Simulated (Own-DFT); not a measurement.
## Calculated data, Al₃GaN₄ (wurtzite random alloy, strained, atoms displaced)

All values are calculated (Own-DFT development build). A calculation, not a measurement: plane-wave PBE density functional theory by an unreviewed code, no spin, of a simulated periodic cell, stress positive in tension, free energy of the whole cell less one offset for each atom, forces on such cells passed a denser k mesh, this cell's mesh not checked; offsets are fitted by least squares, one for each functional and potential file, so energies compare only between cells with the same atoms and settings and are not formation energies; the far tail of each file's local potential was reset to the Coulomb form; each entry is a single point on an unrelaxed cell, so the pressure reflects the starting lattice, mostly measured values, from which strain is counted, and rises with the displacements; printed positions are rounded, which can move forces by about a meV/angstrom; the program is a retired in-house code; no spin-orbit coupling.

Settings shared by all entries: functional PBE; potential files PseudoDojo norm-conserving, scalar-relativistic, standard set; wave cutoff 42 hartree; occupations Fermi-Dirac; smearing width 0.1 eV; k mesh 4 x 4 x 3 centred on Gamma.

(1) 
```cif
# cell vector a (Å): 9.1119 0.0000 0.0000
# cell vector b (Å): -4.5560 7.8912 0.0000
# cell vector c (Å): 0.0000 0.0000 10.0655
data_Al3GaN4
_symmetry_space_group_name_H-M 'P 1'
_symmetry_Int_Tables_number 1
_cell_length_a 9.1119
_cell_length_b 9.1120
_cell_length_c 10.0655
_cell_angle_alpha 90.000
_cell_angle_beta 90.000
_cell_angle_gamma 120.000
_cell_volume 723.75
loop_
_atom_site_label
_atom_site_type_symbol
_atom_site_fract_x
_atom_site_fract_y
_atom_site_fract_z
_atom_site_occupancy
Ga1 Ga 0.11284 0.22595 0.00109 1
Al1 Al 0.21569 0.11117 0.25171 1
N1 N 0.11275 0.22232 0.19166 1
N2 N 0.23526 0.11059 0.44516 1
Al2 Al 0.10894 0.22283 0.49938 1
Al3 Al 0.21987 0.10877 0.74902 1
N3 N 0.10252 0.21948 0.69177 1
N4 N 0.22186 0.11053 0.93577 1
Ga2 Ga 0.12180 0.56065 0.00356 1
Ga3 Ga 0.22263 0.43959 0.24624 1
N5 N 0.10608 0.54947 0.18866 1
N6 N 0.21225 0.44316 0.45168 1
Al4 Al 0.10749 0.56293 0.50575 1
Ga4 Ga 0.20953 0.43708 0.74699 1
N7 N 0.12457 0.55924 0.68564 1
N8 N 0.21451 0.44256 0.93831 1
Al5 Al 0.12214 0.89089 0.00290 1
Al6 Al 0.21503 0.77927 0.25090 1
N9 N 0.11547 0.89016 0.19010 1
N10 N 0.22982 0.78012 0.45014 1
Ga5 Ga 0.12170 0.88628 0.49524 1
Al7 Al 0.22150 0.77405 0.75768 1
N11 N 0.10995 0.89021 0.68090 1
N12 N 0.21450 0.76841 0.93710 1
Ga6 Ga 0.44801 0.22791 0.99976 1
Al8 Al 0.55692 0.10531 0.24957 1
N13 N 0.45204 0.23522 0.18982 1
N14 N 0.55537 0.10811 0.43818 1
Al9 Al 0.45465 0.21808 0.49828 1
Al10 Al 0.56262 0.11109 0.75922 1
N15 N 0.43416 0.20713 0.69025 1
N16 N 0.55900 0.10472 0.93349 1
Al11 Al 0.44076 0.54751 0.99792 1
Al12 Al 0.55722 0.45163 0.24047 1
N17 N 0.43981 0.55406 0.19621 1
N18 N 0.55974 0.44760 0.44502 1
Al13 Al 0.44819 0.55487 0.50599 1
Al14 Al 0.54568 0.45167 0.75144 1
N19 N 0.43976 0.54499 0.67961 1
N20 N 0.56744 0.45243 0.94650 1
Al15 Al 0.44200 0.88961 0.99561 1
Al16 Al 0.55511 0.77259 0.25412 1
N21 N 0.45740 0.89310 0.19089 1
N22 N 0.56697 0.78011 0.44189 1
Al17 Al 0.45484 0.89586 0.50261 1
Al18 Al 0.55416 0.77442 0.75377 1
N23 N 0.43869 0.88905 0.68685 1
N24 N 0.55177 0.78273 0.94334 1
Al19 Al 0.77326 0.21378 0.99229 1
Al20 Al 0.88823 0.10834 0.24764 1
N25 N 0.77284 0.22613 0.19279 1
N26 N 0.87655 0.11148 0.44166 1
Ga7 Ga 0.75773 0.22374 0.49123 1
Al21 Al 0.89307 0.11671 0.75542 1
N27 N 0.78050 0.22690 0.68679 1
N28 N 0.88351 0.11191 0.93997 1
Al22 Al 0.77223 0.55741 0.00014 1
Al23 Al 0.88702 0.44987 0.24576 1
N29 N 0.78512 0.56222 0.19629 1
N30 N 0.89379 0.45027 0.44083 1
Al24 Al 0.78263 0.55777 0.50054 1
Ga8 Ga 0.88042 0.44697 0.74911 1
N31 N 0.78105 0.55839 0.67617 1
N32 N 0.89704 0.45430 0.93559 1
Al25 Al 0.77974 0.88415 0.00097 1
Al26 Al 0.89465 0.77069 0.24116 1
N33 N 0.78513 0.88714 0.19550 1
N34 N 0.88639 0.78193 0.44826 1
Ga9 Ga 0.77993 0.88495 0.50616 1
Al27 Al 0.87772 0.76697 0.74840 1
N35 N 0.78192 0.89439 0.68572 1
N36 N 0.88766 0.77936 0.94397 1
_calc_free_energy_of_cell_above_offsets '-10.611'  # eV
_calc_pressure 22.17  # GPa
_calc_stress_xx -26.63  # GPa
_calc_stress_yy -27.39  # GPa
_calc_stress_zz -12.49  # GPa
_calc_stress_yz -0.74  # GPa
_calc_stress_xz -0.39  # GPa
_calc_stress_xy 1.55  # GPa
```

Force:
```csv
element,x (eV/Å),y (eV/Å),z (eV/Å)
Ga,-0.386,-1.493,0.271
Al,2.19,0.526,1.273
N,-0.682,-1.894,-0.606
N,-2.221,1.653,-2.201
Al,-0.334,-1.084,0.47
Al,-0.737,-0.761,-0.726
N,1.743,-1.471,-0.965
N,0.367,-0.617,0.136
Ga,-2.108,-1.594,0.77
Ga,-1.757,0.781,3.465
N,-0.362,1.859,0.879
N,1.55,0.852,-1.412
Al,1.463,-1.113,-0.369
Ga,1.814,0.227,0.527
N,-3.504,1.515,0.389
N,3.255,0.553,-0.349
Al,-1.806,-0.187,-0.669
Al,3.296,-0.953,1.357
N,-0.26,0.709,-0.932
N,2.316,-1.133,-3.575
Ga,-3.17,0.723,1.425
Al,-0.957,0.805,-2.641
N,-0.109,-1.252,3.434
N,0.798,3.671,0.295
Ga,0.534,-1.487,0.32
Al,-1.18,1.541,0.313
N,-0.275,-2.521,0.306
N,-3.307,-2.394,-2.619
Al,-2.174,1.683,1.332
Al,-1.124,-0.171,-3.374
N,1.521,2.545,0.388
N,-1.196,0.413,1.729
Al,-1.052,1.668,0.969
Al,0.934,-0.05,3.14
N,1.619,1.187,-2.792
N,0.255,-0.91,-1.576
Al,-1.097,-0.112,-2.743
Al,3.461,-2.683,-0.615
N,-0.91,2.366,3.047
N,-2.975,-0.353,-2.589
Al,-0.165,-0.323,1.559
Al,0.705,1.114,0.655
N,-2.173,-1.645,-1.096
N,-3.249,-1.558,-0.89
Al,0.264,-1.902,0.327
Al,-0.472,0.675,-1.25
N,1.662,-0.006,1.361
N,1.591,-1.981,-0.766
Al,-0.399,2.845,2.142
Al,-1.11,0.577,1.556
N,1.459,-0.262,-1.593
N,2.212,0.619,-1.499
Ga,5.629,2.299,2.473
Al,-1.305,-1.08,-1.123
N,-0.298,-1.552,0.696
N,1.225,-1.436,-0.146
Al,4.162,1.126,1.286
Al,1.268,-1.617,1.667
N,-1.482,-1.911,-2.73
N,-0.744,0.772,-1.584
Al,-0.789,0.435,-1.763
Ga,2.151,0.248,0.024
N,-2.66,-0.36,2.584
N,-1.764,-1.604,1.521
Al,-1.527,1.232,0.986
Al,-1.576,2.907,3.138
N,-0.672,-0.555,-1.696
N,3.453,-1.892,-3.469
Ga,-0.705,2.416,-0.685
Al,1.348,2.542,-0.168
N,-0.853,-0.84,4.032
N,1.382,-0.325,-1.028
```

(2) 
```cif
# cell vector a (Å): 9.1119 0.0000 0.0000
# cell vector b (Å): -4.5560 7.8912 0.0000
# cell vector c (Å): 0.0000 0.0000 10.0655
data_Al3GaN4
_symmetry_space_group_name_H-M 'P 1'
_symmetry_Int_Tables_number 1
_cell_length_a 9.1119
_cell_length_b 9.1120
_cell_length_c 10.0655
_cell_angle_alpha 90.000
_cell_angle_beta 90.000
_cell_angle_gamma 120.000
_cell_volume 723.75
loop_
_atom_site_label
_atom_site_type_symbol
_atom_site_fract_x
_atom_site_fract_y
_atom_site_fract_z
_atom_site_occupancy
Al1 Al 0.10942 0.22675 0.99601 1
Al2 Al 0.22984 0.11605 0.24580 1
N1 N 0.10975 0.22514 0.18302 1
N2 N 0.21478 0.10627 0.44032 1
Ga1 Ga 0.11175 0.22017 0.50053 1
Al3 Al 0.22076 0.10379 0.75629 1
N3 N 0.10412 0.21691 0.69129 1
N4 N 0.22370 0.10431 0.93820 1
Al4 Al 0.10655 0.54861 0.00376 1
Al5 Al 0.22066 0.44215 0.24751 1
N5 N 0.09912 0.55007 0.19067 1
N6 N 0.21964 0.44931 0.44290 1
Al6 Al 0.10954 0.54029 0.49760 1
Ga2 Ga 0.22817 0.44984 0.75802 1
N7 N 0.11130 0.55346 0.69396 1
N8 N 0.22298 0.45078 0.94090 1
Ga3 Ga 0.11000 0.88480 0.00581 1
Ga4 Ga 0.22283 0.77099 0.25084 1
N9 N 0.11031 0.88666 0.19343 1
N10 N 0.21964 0.77735 0.44270 1
Al7 Al 0.10333 0.87930 0.50390 1
Ga5 Ga 0.21105 0.76446 0.74983 1
N11 N 0.10429 0.88658 0.68489 1
N12 N 0.24057 0.79544 0.94090 1
Al8 Al 0.45082 0.22869 0.99207 1
Al9 Al 0.55785 0.10934 0.24958 1
N13 N 0.44620 0.23114 0.19430 1
N14 N 0.55770 0.11756 0.43729 1
Al10 Al 0.44364 0.21689 0.50596 1
Al11 Al 0.55606 0.11557 0.75595 1
N15 N 0.43547 0.22017 0.68203 1
N16 N 0.55464 0.11504 0.93182 1
Al12 Al 0.44154 0.55368 0.99588 1
Al13 Al 0.55257 0.43785 0.24437 1
N17 N 0.43890 0.54756 0.19703 1
N18 N 0.55352 0.44045 0.43819 1
Al14 Al 0.44561 0.55624 0.50431 1
Al15 Al 0.55309 0.43822 0.75493 1
N19 N 0.44803 0.55502 0.68218 1
N20 N 0.55098 0.44642 0.94179 1
Al16 Al 0.44606 0.88243 0.00718 1
Al17 Al 0.55933 0.77755 0.24003 1
N21 N 0.45880 0.89406 0.18937 1
N22 N 0.54604 0.76789 0.44217 1
Al18 Al 0.44560 0.88335 0.50415 1
Al19 Al 0.55063 0.77901 0.74646 1
N23 N 0.44550 0.89088 0.68960 1
N24 N 0.55455 0.77945 0.93129 1
Al20 Al 0.78372 0.23355 0.00397 1
Ga6 Ga 0.87495 0.11073 0.25221 1
N25 N 0.79353 0.24022 0.18904 1
N26 N 0.88713 0.11533 0.43202 1
Al21 Al 0.77913 0.22703 0.51205 1
Ga7 Ga 0.88023 0.09589 0.75087 1
N27 N 0.76952 0.21139 0.68950 1
N28 N 0.89219 0.11882 0.93646 1
Al22 Al 0.78112 0.55445 0.00024 1
Ga8 Ga 0.89316 0.45598 0.25427 1
N29 N 0.77866 0.55482 0.19070 1
N30 N 0.88576 0.43262 0.43969 1
Al23 Al 0.78213 0.56237 0.49383 1
Al24 Al 0.89676 0.44774 0.75425 1
N31 N 0.77590 0.55610 0.69412 1
N32 N 0.88640 0.44112 0.93833 1
Al25 Al 0.78301 0.88349 0.99962 1
Al26 Al 0.88401 0.77842 0.26142 1
N33 N 0.78129 0.88992 0.18407 1
N34 N 0.89244 0.77935 0.43574 1
Al27 Al 0.78068 0.89211 0.49485 1
Ga9 Ga 0.88922 0.78473 0.74284 1
N35 N 0.77240 0.88591 0.68569 1
N36 N 0.88737 0.78480 0.94450 1
_calc_free_energy_of_cell_above_offsets '-12.930'  # eV
_calc_pressure 21.19  # GPa
_calc_stress_xx -25.18  # GPa
_calc_stress_yy -23.95  # GPa
_calc_stress_zz -14.45  # GPa
_calc_stress_yz -0.83  # GPa
_calc_stress_xz 1.09  # GPa
_calc_stress_xy 1.37  # GPa
```

Force:
```csv
element,x (eV/Å),y (eV/Å),z (eV/Å)
Al,1.158,-1.068,0.604
Al,-1.857,-0.852,1.137
N,0.775,-0.432,0.096
N,2.1,-0.807,-1.053
Ga,-0.537,0.441,0.479
Al,-0.843,0.53,-1.252
N,1.528,0.316,0.598
N,-0.828,2.445,0.113
Al,-0.366,2.05,0.025
Al,-0.803,-0.402,1.267
N,4.124,0.885,-2.054
N,3.151,-1.107,-2.103
Al,-3.038,2.892,1.534
Ga,0.434,-1.519,-1.744
N,-0.566,-2.13,-2.226
N,0.238,-0.573,1.2
Ga,0.073,0.25,0.401
Ga,-0.033,1.408,0.9
N,-0.659,0.505,0.71
N,0.664,-1.171,0.565
Al,1.208,1.911,-0.988
Ga,0.676,3.69,0.893
N,1.601,0.938,0.115
N,-1.2,-3.729,0.094
Al,-0.8,-1.663,1.882
Al,-0.264,2.113,0.741
N,1.722,-3.123,-2.693
N,0.886,-1.593,0.211
Al,-0.982,0.497,-2.262
Al,-0.638,-1.06,-1.938
N,1,-0.003,2.792
N,1.188,-0.036,2.775
Al,-0.038,1.245,1.516
Al,0.261,2.41,2.391
N,0.198,1.613,-2.339
N,0.232,0.577,-0.086
Al,0.272,-1.56,-1.551
Al,-0.311,0.771,-1.335
N,0.39,0.3,2.113
N,1.285,0.388,-0.708
Al,0.652,2.224,-1.295
Al,0.426,-1.224,2.215
N,-0.915,-0.34,-0.524
N,1.556,1.927,-1.63
Al,-1.065,1.307,-0.514
Al,0.608,-0.564,-0.016
N,-0.49,0.357,-0.312
N,1.019,-0.55,1.246
Al,-0.162,-2.731,-0.319
Ga,2.531,0.296,-1.008
N,-3.141,-2.088,-1.746
N,-0.737,-1.008,2.703
Al,-0.417,-1.868,-1.84
Ga,-0.228,2.443,0.667
N,-0.198,2.336,0.733
N,-0.598,-1.2,1.626
Al,-1.006,1.013,0.294
Ga,-1.187,-1.612,1.664
N,-2.167,1.551,-1.099
N,-0.475,2.539,1.446
Al,-0.411,-2.468,1.32
Al,-1.687,-1.505,-0.873
N,0.85,-1.332,-1.061
N,0.292,1.925,-0.275
Al,-3.244,2.48,0.287
Al,1.026,0.188,-3.204
N,-0.281,-1.214,0.327
N,-1.137,-0.111,1.508
Al,-1.227,-0.205,0.374
Ga,-0.405,-1.602,2.223
N,-1.197,-1.403,-2.037
N,2.019,-2.909,-1.701
```

(3) 
```cif
# cell vector a (Å): 9.1119 0.0000 0.0000
# cell vector b (Å): -4.5560 7.8912 0.0000
# cell vector c (Å): 0.0000 0.0000 10.0655
data_Al3GaN4
_symmetry_space_group_name_H-M 'P 1'
_symmetry_Int_Tables_number 1
_cell_length_a 9.1119
_cell_length_b 9.1120
_cell_length_c 10.0655
_cell_angle_alpha 90.000
_cell_angle_beta 90.000
_cell_angle_gamma 120.000
_cell_volume 723.75
loop_
_atom_site_label
_atom_site_type_symbol
_atom_site_fract_x
_atom_site_fract_y
_atom_site_fract_z
_atom_site_occupancy
Ga1 Ga 0.10909 0.22076 0.00362 1
Al1 Al 0.22345 0.10628 0.25072 1
N1 N 0.11412 0.22591 0.19237 1
N2 N 0.22099 0.10518 0.43771 1
Al2 Al 0.11033 0.22498 0.50253 1
Al3 Al 0.22923 0.10955 0.75023 1
N3 N 0.12549 0.22316 0.69251 1
N4 N 0.23235 0.11997 0.94358 1
Ga2 Ga 0.11010 0.55867 0.00105 1
Ga3 Ga 0.22099 0.43446 0.24100 1
N5 N 0.10191 0.55643 0.19450 1
N6 N 0.21464 0.44376 0.44245 1
Al4 Al 0.11924 0.55387 0.49931 1
Al5 Al 0.22439 0.44109 0.75553 1
N7 N 0.12142 0.56611 0.68359 1
N8 N 0.22903 0.44612 0.94550 1
Al6 Al 0.11058 0.88639 0.00379 1
Ga4 Ga 0.20614 0.76592 0.24348 1
N9 N 0.10456 0.88929 0.19504 1
N10 N 0.22625 0.77489 0.43957 1
Al7 Al 0.11367 0.89009 0.49438 1
Ga5 Ga 0.23006 0.78071 0.75300 1
N11 N 0.11307 0.89860 0.68602 1
N12 N 0.22732 0.78191 0.94865 1
Al8 Al 0.44526 0.21647 0.00300 1
Al9 Al 0.54471 0.11314 0.25437 1
N13 N 0.44003 0.21808 0.19946 1
N14 N 0.55580 0.11006 0.43877 1
Al10 Al 0.44689 0.22762 0.50383 1
Ga6 Ga 0.55780 0.11214 0.74953 1
N15 N 0.44153 0.22102 0.69030 1
N16 N 0.53725 0.10363 0.94074 1
Al11 Al 0.45638 0.55635 0.00215 1
Al12 Al 0.55059 0.45005 0.25367 1
N17 N 0.45442 0.56528 0.19049 1
N18 N 0.56165 0.45780 0.44272 1
Al13 Al 0.44966 0.55594 0.50019 1
Al14 Al 0.55831 0.44870 0.74569 1
N19 N 0.44841 0.56198 0.69064 1
N20 N 0.56142 0.44755 0.94117 1
Al15 Al 0.45030 0.89004 0.99458 1
Al16 Al 0.55285 0.77355 0.26542 1
N21 N 0.44564 0.88952 0.18220 1
N22 N 0.55154 0.77308 0.43929 1
Al17 Al 0.44488 0.88648 0.50153 1
Al18 Al 0.55702 0.78695 0.75684 1
N23 N 0.44661 0.89373 0.68690 1
N24 N 0.55524 0.77069 0.94282 1
Ga7 Ga 0.77661 0.22602 0.99276 1
Al19 Al 0.88546 0.11627 0.25188 1
N25 N 0.78338 0.22218 0.18051 1
N26 N 0.89289 0.10635 0.43874 1
Al20 Al 0.77256 0.20864 0.50441 1
Al21 Al 0.89699 0.11010 0.75308 1
N27 N 0.77557 0.21357 0.69578 1
N28 N 0.88433 0.10848 0.94988 1
Al22 Al 0.78230 0.55831 0.00191 1
Al23 Al 0.88592 0.44550 0.25119 1
N29 N 0.76885 0.55295 0.19091 1
N30 N 0.89006 0.45288 0.43818 1
Ga8 Ga 0.78082 0.54946 0.49734 1
Al24 Al 0.89678 0.45368 0.74906 1
N31 N 0.78090 0.55951 0.68944 1
N32 N 0.88570 0.44660 0.94284 1
Ga9 Ga 0.77725 0.89610 0.99762 1
Al25 Al 0.89170 0.77646 0.24681 1
N33 N 0.77781 0.88335 0.18919 1
N34 N 0.87915 0.76953 0.44185 1
Al26 Al 0.77300 0.88625 0.50559 1
Al27 Al 0.89066 0.78680 0.74575 1
N35 N 0.76174 0.87183 0.69060 1
N36 N 0.88884 0.77965 0.94699 1
_calc_free_energy_of_cell_above_offsets '-13.080'  # eV
_calc_pressure 21.22  # GPa
_calc_stress_xx -26.08  # GPa
_calc_stress_yy -27.19  # GPa
_calc_stress_zz -10.39  # GPa
_calc_stress_yz -0.38  # GPa
_calc_stress_xz 0.77  # GPa
_calc_stress_xy 1.1  # GPa
```

Force:
```csv
element,x (eV/Å),y (eV/Å),z (eV/Å)
Ga,0.68,0.199,0.3
Al,-1.466,0.501,0.818
N,-0.026,-4.392,-0.206
N,-0.188,1.979,0.152
Al,1.323,-0.664,-0.13
Al,-0.448,0.207,1.472
N,-2.312,-0.254,-0.389
N,-0.515,-2.298,-1.003
Ga,0.872,-0.771,0.822
Ga,-0.574,4.232,2.151
N,0.938,-3.457,-1.654
N,3.166,-0.936,-0.744
Al,-2.714,1.278,0.138
Al,0.219,1.36,-0.206
N,-0.084,-2.868,0.986
N,-0.092,0.663,-1.127
Al,-0.362,1.351,0.072
Ga,2.493,3.766,2.002
N,0.428,0.669,-1.907
N,-0.705,0.405,0.278
Al,-0.42,-1.501,0.684
Ga,-1.832,0.591,0.546
N,0.028,-1.222,-0.16
N,-0.504,0.582,-1.326
Al,-1.153,2.454,1.287
Al,3.214,-1.532,-0.719
N,-0.64,2.08,-1.805
N,-0.193,0.216,0.706
Al,-0.274,-0.411,-0.733
Ga,-1.352,0.313,1.106
N,0.586,1.611,-1.018
N,2.57,0.332,-0.985
Al,-1.069,-0.333,0.612
Al,1.288,-0.992,0.268
N,-0.897,-0.918,-0.596
N,-0.808,-3.211,-1.187
Al,-2.26,0.042,1.323
Al,0.05,-0.039,1.23
N,-0.498,-0.299,-0.123
N,0.51,-1.298,-0.678
Al,0.088,-0.998,2.297
Al,-0.089,1.959,-3.683
N,0.231,0.126,1.185
N,0.094,0.924,1.928
Al,-0.596,0.051,-0.517
Al,-0.791,-2.236,0.046
N,1.351,-0.766,-0.517
N,-1.59,0.887,-1.753
Ga,-1.265,-1.014,1.215
Al,1.238,-1.808,-0.453
N,-2.089,0.617,2.151
N,-1.238,0.2,0.703
Al,0.276,1.968,-0.45
Al,-0.203,-0.497,0.213
N,2.342,2.197,-1.155
N,0.634,2.201,-4.041
Al,-1.364,0.09,0.612
Al,-0.85,-1.135,0.074
N,1.164,-0.074,-0.37
N,3.951,-3.657,-0.625
Ga,-1.512,1.624,2.003
Al,-0.193,-0.535,0.068
N,0.386,-0.218,0.915
N,0.332,0.964,-2.504
Ga,0.556,-2.828,2.595
Al,-2.321,-0.582,1.478
N,-0.898,1.133,1.459
N,0.811,2.799,-0.953
Al,0.836,-0.726,-0.982
Al,1.242,-1.574,1.196
N,1.152,3.508,-0.302
N,1.331,-0.035,-2.091
```
